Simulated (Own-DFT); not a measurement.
## Calculated data, SiC (4H silicon carbide, atoms displaced)

A calculation, not a measurement: plane-wave PBE density functional theory by an unreviewed code, no spin, of a simulated periodic cell, stress positive in tension, free energy of the whole cell less one offset for each atom, forces on such cells passed a denser k mesh, this cell's mesh not checked; offsets are fitted by least squares, one for each functional and potential file, so energies compare only between cells with the same atoms and settings and are not formation energies; the far tail of each file's local potential was reset to the Coulomb form; each entry is a single point on an unrelaxed cell, so the pressure reflects the starting lattice, mostly measured values (interpolated for alloys), from which strain is counted, and rises with the displacements; printed positions are rounded, which can move forces by about a meV/angstrom; the program, named Own-DFT, is a retired in-house code; no spin-orbit coupling. Program: Own-DFT development build.

Common to all runs: functional PBE; potential files PseudoDojo norm-conserving, scalar-relativistic, standard set; wave cutoff 42 hartree; occupations Fermi-Dirac; smearing width 0.1 eV; hardware one NVIDIA H200; k mesh 3 x 3 x 3 centred on Gamma.

(1) SiC (4H silicon carbide, atoms displaced)

```xyz
128
Lattice="12.3308 0.0000 0.0000 -6.1654 10.6788 0.0000 0.0000 0.0000 10.0681" Properties=species:S:1:pos:R:3 SiC
Si    12.2748     0.0056     4.0351
Si    -0.0114     1.7749     1.6017
C     12.2775     0.0674     0.9432
C      0.0790     1.7598     3.3517
Si    -1.5319     2.7183     4.0514
Si    -1.5692     4.4366     1.5162
C     10.7114     2.6400     0.8728
C     -1.5691     4.4543     3.5788
Si    -3.0442     5.3039     4.2553
Si    -3.0688     7.1686     1.5591
C     -2.9816     5.2583     0.8634
C     -3.1542     7.1000     3.4354
Si     7.6591     8.0712     4.1977
Si    -4.5885     9.7776     1.6193
C      7.5692     8.0062     0.8416
C     -4.6004     9.7139     3.3238
Si     3.0591     0.0393     4.0968
Si     3.0447     1.8065     1.6039
C      3.0299     0.1401     0.8846
C      3.1346     1.7848     3.4919
Si     1.5762     2.7313     4.1290
Si     1.4597     4.3897     1.5538
C      1.5276     2.6265     0.9488
C      1.4731     4.4339     3.5745
Si    -0.0130     5.4231     4.1300
Si     0.0427     7.1621     1.6065
C      0.0420     5.3468     1.0529
C      0.0003     7.1064     3.4435
Si    -1.5495     7.9411     4.0483
Si    -1.6298     9.8268     1.4533
C     -1.5073     8.0791     0.9969
C     -1.5456     9.7664     3.4251
Si     6.1059     0.0960     4.0181
Si     5.9975     1.6890     1.4224
C      6.1181     0.0633     0.9105
C      6.1380     1.7152     3.5117
Si     4.6081     2.7565     4.1309
Si     4.6065     4.4261     1.5456
C      4.5722     2.6589     0.8863
C      4.6185     4.3452     3.4970
Si     3.0440     5.2534     4.0397
Si     3.1127     7.1922     1.5648
C      3.1458     5.3255     1.0049
C      3.1296     7.1277     3.4340
Si     1.5195     8.0216     4.0319
Si     1.4584     9.8024     1.6464
C      1.5816     7.8481     0.9326
C      1.4728     9.6993     3.4768
Si     3.0109    10.6382     4.1265
Si     9.2117     1.8807     1.6150
C      9.1989     0.0831     1.0303
C      9.1751     1.7670     3.3941
Si     7.6769     2.5644     4.1448
Si     7.8034     4.5488     1.5726
C      7.7581     2.6816     0.9076
C      7.6927     4.4906     3.3990
Si     6.1066     5.3179     4.0092
Si     6.2184     7.1609     1.5489
C      6.1205     5.3888     0.9553
C      6.1901     6.9967     3.4704
Si     4.7202     8.0820     4.1176
Si     4.6269     9.7897     1.6102
C      4.6755     7.9924     0.9713
C      4.6244     9.7605     3.5346
Si     6.1375    10.6777     9.0761
Si     6.1808     8.9008     6.6613
C     -6.1365    10.6737     5.9538
C      6.3053     8.9365     8.3879
Si     7.6774     8.0275     9.0804
Si     7.6752     6.2548     6.7466
C     -4.5466     8.0900     5.9879
C      7.6412     6.1733     8.4867
Si     9.1755     5.2861     9.2352
Si     9.2436     3.5803     6.5844
C      9.1958     5.3514     6.0033
C      9.2499     3.5418     8.3761
Si    -1.4647     2.6631     9.0359
Si    10.8284     0.7704     6.6134
C     -1.4383     2.6401     5.9015
C     10.8952     0.9486     8.5678
Si     3.0221    10.5626     9.1041
Si     2.9997     8.9329     6.5358
C      3.0479    10.5965     6.0201
C      3.0916     8.8787     8.5345
Si     4.7135     8.0445     9.0593
Si     4.6108     6.3153     6.5014
C      4.5896     8.0512     5.8894
C      4.6392     6.2335     8.5575
Si     6.2256     5.2883     9.0580
Si     6.1993     3.5744     6.5111
C      6.1017     5.3558     5.9591
C      6.1548     3.6210     8.5268
Si     7.7138     2.7740     9.1477
Si     7.6749     0.8776     6.6869
C      7.8076     2.5772     6.0309
C      7.7564     0.7967     8.4720
Si     6.1214     0.0293     9.1459
Si     0.1237     8.8961     6.5432
C     -0.0258    10.6636     5.9462
C      0.0764     8.8441     8.5148
Si     1.5526     8.0203     9.0990
Si     1.6080     6.1782     6.6784
C      1.5458     8.1221     5.8224
C      1.6265     6.2727     8.5098
Si     3.1062     5.2218     9.1135
Si     3.1465     3.4427     6.6196
C      3.1004     5.3975     5.9432
C      3.1129     3.6218     8.4660
Si     4.6859     2.6603     9.1302
Si     4.7257     0.9454     6.6341
C      4.6998     2.7099     5.9978
C      4.6195     0.9086     8.4479
Si    -2.9940    10.6326     9.1055
Si    -3.0742     8.8967     6.6439
C      2.9733     0.0410     5.9445
C     -3.0964     8.8612     8.5490
Si    -1.6488     7.8771     9.1203
Si    -1.4960     6.2839     6.5624
C     -1.4965     7.9238     5.9880
C     -1.5099     6.2259     8.4431
Si     0.0422     5.4331     9.1050
Si     0.0148     3.6824     6.5763
C     -0.0548     5.3468     5.9811
C      0.0238     3.5153     8.5053
Si     1.4571     2.6344     9.1286
Si     1.6007     0.8400     6.6692
C      1.5122     2.7351     6.0338
C      1.6184     0.8262     8.4607
```

It finds free energy of cell above offsets -6.314 eV; pressure 6.21 GPa; stress xx -3.7 GPa; stress yy -7.1 GPa; stress zz -7.84 GPa; stress yz 1.02 GPa; stress xz -0.18 GPa; stress xy 0.93 GPa; wall time 533.2 s.

Force:
```
element  x (eV/Å)  y (eV/Å)  z (eV/Å)
     Si     1.733     0.327     0.478
     Si    -0.831     0.369    -2.556
      C     1.161    -1.984    -0.345
      C    -1.025     0.723     3.446
     Si     0.147     -2.13     0.201
     Si     2.228    -1.128      1.86
      C     1.889      1.21     0.873
      C      0.74     0.962     -2.22
     Si    -2.333     0.954    -4.035
     Si    -0.756    -0.715     0.212
      C    -1.721     3.052     2.846
      C     0.886    -0.103     1.108
     Si     0.928    -2.241    -2.934
     Si    -1.658     0.796     -4.57
      C     4.214     1.262     0.571
      C    -0.694     1.377     4.993
     Si     0.487    -1.496    -0.824
     Si       0.3     0.631    -0.146
      C     0.569    -2.854     0.434
      C     -0.95     0.908    -0.077
     Si     -0.81    -2.033     0.297
     Si     2.632     0.685     1.427
      C    -0.597     0.767    -0.372
      C     0.202     0.667    -2.233
     Si    -0.165    -1.876    -0.532
     Si    -0.507    -1.243    -0.414
      C    -2.082     0.677    -2.315
      C    -0.017     0.539     0.526
     Si     -0.75      1.34     0.217
     Si     0.613     0.908      2.38
      C    -0.782    -1.703    -1.799
      C    -0.673     0.524    -0.026
     Si    -0.034    -4.697     1.785
     Si     3.286     4.211     3.425
      C    -0.283    -3.636    -0.339
      C    -0.574     3.766    -2.148
     Si      0.94    -4.222     0.029
     Si     1.132     0.089     0.723
      C    -0.357     0.207     0.702
      C      -0.6     3.027    -1.932
     Si     0.682     2.361     0.669
     Si     1.234    -2.332     0.562
      C    -2.242    -0.096    -1.071
      C    -0.407    -0.022     0.646
     Si     1.107    -1.956    -0.393
     Si      1.66    -0.264    -1.764
      C    -1.237     3.637    -0.605
      C    -0.051         3    -0.205
     Si     0.619     0.284    -0.896
     Si     0.093    -2.006     -1.95
      C    -0.102    -1.961    -1.085
      C     1.368    -0.251     2.878
     Si     0.313     1.917    -1.539
     Si    -2.587    -1.896    -0.192
      C    -2.407     1.078      0.43
      C     0.621    -1.372     2.437
     Si     1.513    -1.086     1.438
     Si    -2.492    -1.915      1.44
      C     1.868     -0.93    -0.739
      C    -0.143     4.124    -0.208
     Si    -1.337    -3.026    -1.939
     Si    -0.767     0.489    -0.501
      C    -0.348      1.68    -1.189
      C    -0.701     1.581    -1.373
     Si     2.275     0.114     1.621
     Si    -0.178     0.502    -4.066
      C     0.353    -0.612    -0.098
      C    -2.836     0.029     2.806
     Si     0.507    -1.189     0.583
     Si     0.142    -0.381    -4.766
      C    -1.897    -1.668     1.635
      C     2.426     1.696     2.279
     Si     1.609    -0.035    -5.636
     Si      1.69    -0.729     -0.99
      C     0.461      0.62     2.141
      C     0.398     0.509     2.772
     Si    -2.452     0.916     1.405
     Si    -0.368     2.405    -0.009
      C    -1.478     0.059     1.404
      C    -2.616    -2.493      -2.5
     Si     1.782     2.914     2.331
     Si     1.648    -2.153     1.401
      C     0.237     3.164    -0.825
      C     0.774    -0.887    -1.805
     Si    -0.788    -1.136     1.374
     Si    -0.328    -1.268     2.044
      C       0.9     0.502     2.844
      C     0.346     0.098     -1.86
     Si    -3.403     2.087     2.594
     Si     0.932     0.634     1.987
      C     1.579     0.239    -0.415
      C     0.706    -2.724    -1.701
     Si     0.732    -2.246    -0.942
     Si     0.554    -1.192    -1.545
      C    -2.044     1.485    -1.105
      C    -1.948     1.912      1.64
     Si     1.871    -1.491    -1.719
     Si    -2.858     0.196     1.298
      C     0.556     0.592     0.088
      C    -2.546     1.228    -0.677
     Si     0.799    -0.759     1.441
     Si    -0.857     1.297    -2.077
      C     0.567    -2.887     2.309
      C    -0.694    -1.214     0.138
     Si     0.768     4.073     1.622
     Si     -1.27     3.066    -0.057
      C      -0.1    -1.801    -0.081
      C    -0.318    -4.089     0.199
     Si    -1.741     1.004    -1.007
     Si    -1.739    -1.136    -1.812
      C     -0.64     -1.23    -0.421
      C     0.784    -0.152     1.157
     Si     -1.99     1.197    -0.029
     Si     1.474     0.727    -0.733
      C     3.834    -1.277     0.428
      C     0.551     0.053     -0.71
     Si     2.938     2.206     0.481
     Si     -1.58     -2.33     1.484
      C    -0.324     3.577    -1.074
      C    -1.251    -1.343     0.982
     Si     0.021    -1.637     1.003
     Si    -0.447    -3.289     0.806
      C     1.729     1.824     0.155
      C    -0.121     2.747    -0.851
     Si     2.921    -0.496    -0.306
     Si    -2.854     2.196    -1.352
      C     1.422     -1.52    -0.659
      C    -0.762      0.54     1.816
```

(2) SiC (4H silicon carbide, atoms displaced)

```xyz
128
Lattice="12.3308 0.0000 0.0000 -6.1654 10.6788 0.0000 0.0000 0.0000 10.0681" Properties=species:S:1:pos:R:3 SiC
Si     6.1559    10.6337     4.1712
Si    -0.0122     1.7232     1.5754
C      6.0598    10.6486     0.9236
C     -0.0267     1.8740     3.4177
Si    -1.5362     2.6790     4.0782
Si    -1.5259     4.5475     1.5253
C     -1.5233     2.6711     0.8704
C     -1.5732     4.5604     3.4875
Si    -3.0348     5.3109     4.1110
Si    -3.2774     7.0659     1.5976
C      9.2682     5.2806     0.9881
C     -3.2365     7.0514     3.4883
Si    -4.6334     8.0953     4.1429
Si    -4.6575     9.8275     1.6206
C     -4.5902     7.9755     0.9514
C     -4.6013     9.7419     3.4974
Si     3.1571     0.0235     4.1447
Si     3.0740     1.7335     1.6147
C     -3.1232    10.6437     0.9645
C      3.1242     1.8138     3.4797
Si     1.5238     2.6741     4.0570
Si     1.6972     4.6004     1.4942
C      1.5534     2.7565     0.9991
C      1.5564     4.3992     3.5343
Si     0.0388     5.3370     4.1190
Si     0.0350     7.1671     1.5966
C     -0.1002     5.4175     0.7846
C      0.0277     7.1186     3.4715
Si    -1.4750     8.0158     4.0990
Si    -1.6383     9.8912     1.5369
C     -1.5504     8.0372     0.9528
C     -1.4774     9.8371     3.5580
Si     6.1731     0.0287     4.2103
Si     6.2560     1.6998     1.5076
C     -0.0076    10.5573     0.9235
C      6.1214     1.7632     3.4836
Si     4.6567     2.7033     4.0342
Si     4.7372     4.4066     1.5519
C      4.5897     2.6646     1.0165
C      4.6713     4.4762     3.3988
Si     3.0123     5.3880     4.0300
Si     3.1691     7.0647     1.5568
C      3.1223     5.3349     0.9345
C      3.1994     7.0685     3.5152
Si     1.5373     7.8934     4.0720
Si     1.5406     9.6346     1.5427
C      1.5163     8.0191     0.8753
C      1.6300     9.7874     3.3906
Si     3.0393    10.6680     4.0646
Si     9.1809     1.7718     1.6134
C      3.0724    10.6392     0.9101
C      9.2544     1.8257     3.5046
Si     7.7588     2.7063     4.2014
Si     7.8007     4.3757     1.5815
C      7.7791     2.6272     1.0083
C      7.7267     4.4988     3.4604
Si     6.1935     5.3561     4.0644
Si     6.2213     7.0884     1.6633
C      6.1268     5.3146     1.0306
C      6.1443     7.1922     3.4773
Si     4.7331     7.9429     4.2801
Si     4.6129     9.6500     1.4978
C      4.5884     8.0581     0.9036
C      4.5367     9.9103     3.4774
Si     6.1920    10.6065     9.0467
Si     6.1048     8.9033     6.6812
C     12.2839     0.0429     5.8642
C      6.2040     9.0026     8.4775
Si    -4.5919     8.0086     9.1605
Si     7.6408     6.2470     6.5784
C     -4.5666     7.9791     5.9335
C      7.6338     6.3328     8.4459
Si     9.1411     5.3448     9.1940
Si     9.3097     3.5372     6.5555
C     -3.0389     5.3507     6.0422
C      9.1909     3.5803     8.3995
Si    -1.4877     2.7273     9.1659
Si    10.8156     0.7586     6.5960
C     10.7593     2.7109     5.8881
C     10.8286     0.8694     8.5402
Si     3.1200    10.6664     9.1148
Si     3.1050     8.9133     6.6251
C      3.1508    10.6043     6.0512
C      3.1186     8.8080     8.4124
Si     4.7965     7.9993     9.2046
Si     4.7646     6.1425     6.5149
C      4.7243     8.0461     5.9468
C      4.5201     6.1821     8.5213
Si     6.1864     5.3372     9.1247
Si     6.1077     3.4471     6.6767
C      6.1431     5.3963     5.9819
C      6.1734     3.6166     8.4833
Si     7.7671     2.6594     9.1252
Si     7.7381     0.9840     6.6454
C      7.7488     2.5693     5.9348
C      7.7530     0.9067     8.5246
Si     0.0030    10.5446     9.1687
Si     0.0002     9.0017     6.5741
C      6.1922     0.0280     5.9394
C      0.0801     8.8409     8.4329
Si     1.5579     7.9954     9.1443
Si     1.6215     6.2427     6.6545
C      1.5014     8.1322     5.8995
C      1.5371     6.2386     8.4296
Si     3.0295     5.2450     9.0731
Si     3.0155     3.5344     6.6266
C      3.1268     5.3537     5.9625
C      3.0368     3.4464     8.4163
Si     4.7078     2.7709     9.2150
Si     4.6476     0.8424     6.6864
C      4.5711     2.6156     6.0338
C      4.5635     0.8347     8.4927
Si    -3.0687    10.6743     9.1169
Si    -3.0753     8.9506     6.6520
C      3.0804     0.0869     5.8887
C     -3.0041     8.9237     8.3961
Si    -1.6382     7.9244     9.2366
Si    -1.6577     6.2653     6.5990
C     -1.5103     7.9787     6.0602
C     -1.5644     6.3116     8.3630
Si     0.0536     5.3788     9.1737
Si     0.0353     3.5835     6.5923
C     -0.0119     5.4523     6.0067
C      0.0675     3.5553     8.4449
Si     1.4836     2.6296     9.1648
Si     1.4649     0.9416     6.6562
C      1.6668     2.7533     6.0475
C      1.5566     0.9095     8.4482
```

Results for SiC (4H silicon carbide, atoms displaced): free energy of cell above offsets -4.393 eV; pressure 6.6 GPa; stress xx -5.1 GPa; stress yy -4.67 GPa; stress zz -10.03 GPa; stress yz -0.73 GPa; stress xz 0.54 GPa; stress xy -0.76 GPa; wall time 536.4 s.

Force:
```
element  x (eV/Å)  y (eV/Å)  z (eV/Å)
     Si    -0.581     1.064    -5.212
     Si    -0.277     1.714    -0.559
      C     2.525    -0.468    -0.373
      C     0.783    -1.978     1.128
     Si    -0.231     0.976    -0.855
     Si     0.874    -2.494     1.426
      C     -0.63     0.558     2.841
      C     2.349    -1.994    -1.544
     Si    -2.051     1.565     0.968
     Si     4.999    -0.412     1.608
      C    -1.694     1.461    -1.369
      C     2.225     1.362    -0.265
     Si      0.25    -2.464    -0.736
     Si    -0.706    -0.915    -0.198
      C    -2.852     1.773     -0.82
      C    -0.038     2.746    -0.422
     Si    -0.818     0.092    -2.018
     Si    -0.532     1.483    -0.229
      C    -1.331     1.517    -1.062
      C    -1.017    -0.792    -0.221
     Si     0.932    -0.759     1.062
     Si    -5.086    -3.399      2.34
      C     0.026    -1.483    -0.833
      C    -0.424     2.224    -2.313
     Si    -0.798     0.065     0.512
     Si    -1.589    -0.469    -1.101
      C     2.395     0.502     5.339
      C    -0.291    -0.865    -1.031
     Si    -2.051     0.041     0.657
     Si     2.674    -2.914     2.084
      C    -1.267    -0.237     1.894
      C    -0.935     -0.98    -1.734
     Si     1.156    -0.086    -4.275
     Si    -1.648     -0.02     1.949
      C     0.045     1.429     0.595
      C     2.109     0.194    -0.563
     Si    -0.337     0.046     1.433
     Si    -2.846    -0.244     1.447
      C     1.786    -0.909    -1.383
      C    -0.757     0.079     1.313
     Si      2.28    -2.463     1.842
     Si    -1.075     1.238     0.555
      C      2.79     0.845    -1.502
      C    -1.309     1.726    -1.398
     Si     1.954      2.99     0.298
     Si     0.574     3.832     0.792
      C     1.355     -2.88     1.415
      C    -2.594    -1.255     1.072
     Si     0.564     0.894     1.327
     Si     3.467    -1.655     -0.01
      C    -0.352    -0.246     0.456
      C    -0.485    -0.496    -0.409
     Si    -1.511    -0.355    -4.046
     Si    -1.955     0.556     1.143
      C     -2.06     1.073    -2.264
      C     0.306    -1.284     0.894
     Si    -0.335     0.165     0.024
     Si    -1.416     0.614    -1.254
      C     3.553     0.786    -2.247
      C     1.463    -1.003     0.608
     Si    -2.398     2.325    -5.891
     Si    -1.135     5.196     3.186
      C     1.789    -4.097     0.812
      C     2.935    -3.077    -0.736
     Si    -0.268     4.481     2.428
     Si     2.723     0.391    -2.422
      C      1.83    -0.923     5.055
      C     0.507    -4.337     0.608
     Si     0.321     1.411    -1.477
     Si     2.107    -0.106    -0.109
      C     -1.35     1.499     2.328
      C     0.284    -1.559       1.4
     Si     1.816     0.286    -2.774
     Si    -1.122     0.857     0.458
      C    -3.018    -1.236     -1.86
      C     1.257     0.077     2.118
     Si    -0.701    -0.783    -2.685
     Si    -1.054     3.322     0.753
      C     2.037    -1.565     1.806
      C     0.172     0.574    -1.271
     Si     -0.19    -0.806    -0.342
     Si    -0.738    -1.606    -1.382
      C    -1.862     1.987    -1.727
      C     0.828     0.961     3.016
     Si    -3.426     -0.71    -3.212
     Si    -5.894     3.023     3.193
      C    -1.643    -1.389     4.613
      C     3.125     0.491    -0.563
     Si    -1.548     1.293     0.356
     Si     0.547     1.221    -2.188
      C      3.88    -4.037    -1.921
      C     1.158    -1.212     1.621
     Si    -0.517    -0.095     0.094
     Si     0.586    -4.177      0.47
      C    -0.582     3.602     2.424
      C    -1.211    -0.323     0.038
     Si     0.101     1.237    -1.845
     Si     0.293    -2.453     0.662
      C     0.111     0.995     3.436
      C    -1.366     0.517     1.403
     Si     0.661    -0.185    -2.568
     Si    -1.459     1.209    -2.524
      C     1.577    -1.935     1.143
      C     0.422    -0.437      2.97
     Si     0.065     0.602    -0.292
     Si     4.658     2.307    -0.121
      C     0.105    -0.278    -0.263
      C     0.928     1.294     3.299
     Si    -2.471    -2.319     -1.55
     Si    -0.874     0.867    -1.988
      C     0.901      0.72    -0.914
      C     2.585     1.142     1.853
     Si    -0.912    -0.184    -0.276
     Si     0.371     -0.45    -3.654
      C    -0.657    -1.203     4.057
      C    -1.684    -0.188     4.403
     Si     2.155     1.299    -3.142
     Si      3.31     0.146    -0.226
      C    -0.728      2.29    -2.249
      C     -0.54    -2.172      4.67
     Si    -1.351    -0.124    -5.945
     Si    -0.459     0.905    -0.719
      C     0.395    -1.521    -0.287
      C    -1.409     0.702     1.423
     Si     1.329     0.531    -0.194
     Si     1.785     0.086    -2.512
      C    -6.002    -3.081    -3.179
      C    -0.642    -1.367     2.128
```
